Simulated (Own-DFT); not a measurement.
# Which defects push the lattice out? 2H SiC

Source: density functional calculations with Own-DFT, an unreviewed in-house program that is no longer used. Nothing was measured or relaxed, and spin and spin-orbit coupling are left out.

Common settings: PBE; PseudoDojo norm-conserving scalar-relativistic files; cutoff 42 hartree; 4 x 4 x 3 k mesh centred on Gamma; Fermi-Dirac smearing of 0.1 eV.

Keep in mind (not all hold for every row): some atoms lie very close together; not probed for a lower state with spin; forces on such cells moved up to 12 meV/angstrom on a denser k mesh; forces on such cells passed a denser k mesh, each cell not checked; stress not checked against mesh or cutoff.

All runs share one cell, with vectors in Å (9.248, 0.000, 0.000); (-4.624, 8.009, 0.000); (0.000, 0.000, 10.068) and a volume of 745.7 Å³. The atoms are randomly displaced, by u rms on each axis. The defect's site can differ from row to row.

```
cell,formula,u (Å),P (GPa)
no defect,C36Si36,0.0283,3.78
no defect,C36Si36,0.0627,6.79
no defect,C36Si36,0.0633,6.80
one Si on a C site,C35Si37,0.0281,10.30
one Si on a C site,C35Si37,0.0516,12.30
one Si on a C site,C35Si37,0.0519,11.67
one C vacancy,C35Si36,0.0281,3.73
one C vacancy,C35Si36,0.0300,3.84
one C vacancy,C35Si36,0.0301,3.84
two N on a C site each,C34N2Si36,0.0266,2.81
two N on a C site each,C34N2Si36,0.0290,2.96
two N on a C site each,C34N2Si36,0.0494,?
two N on a C site each,C34N2Si36,0.0532,4.38
one Al on a Si site and one N on a C site,AlC35NSi35,0.0299,4.04
one Al on a Si site and one N on a C site,AlC35NSi35,0.0487,5.09
one Al on a Si site and one N on a C site,AlC35NSi35,0.0496,5.19
```

## Worked fit

P = P0 + c u² + a shift for each defect gives P0 = 3.26 GPa, c = 865 ± 54 GPa/Å² and a scatter of 0.20 GPa. The shifts, and each times the cell's volume:

- one Si on a C site: 6.39 ± 0.17 GPa, 29.7 eV
- one Al on a Si site and one N on a C site: -0.15 ± 0.17 GPa, -0.7 eV (not resolved)
- one C vacancy: -0.21 ± 0.20 GPa, -1.0 eV (not resolved)
- two N on a C site each: -1.14 ± 0.18 GPa, -5.3 eV (-2.7 eV for each of its 2 sites)

Positive is outwards. The product with the volume (160.2 GPa Å³ to the eV) is nearly free of the cell's size; divided by the bulk modulus at the cell's pressure it gives the volume that the defect adds. The atoms around the defects weren't relaxed, which would change these numbers.

## Check

Q: what pressure belongs in the blank (two N on a C site each, u = 0.0494 Å)?

The fit gives 4.23 ± 0.23 GPa. DFT gave 4.49 GPa.
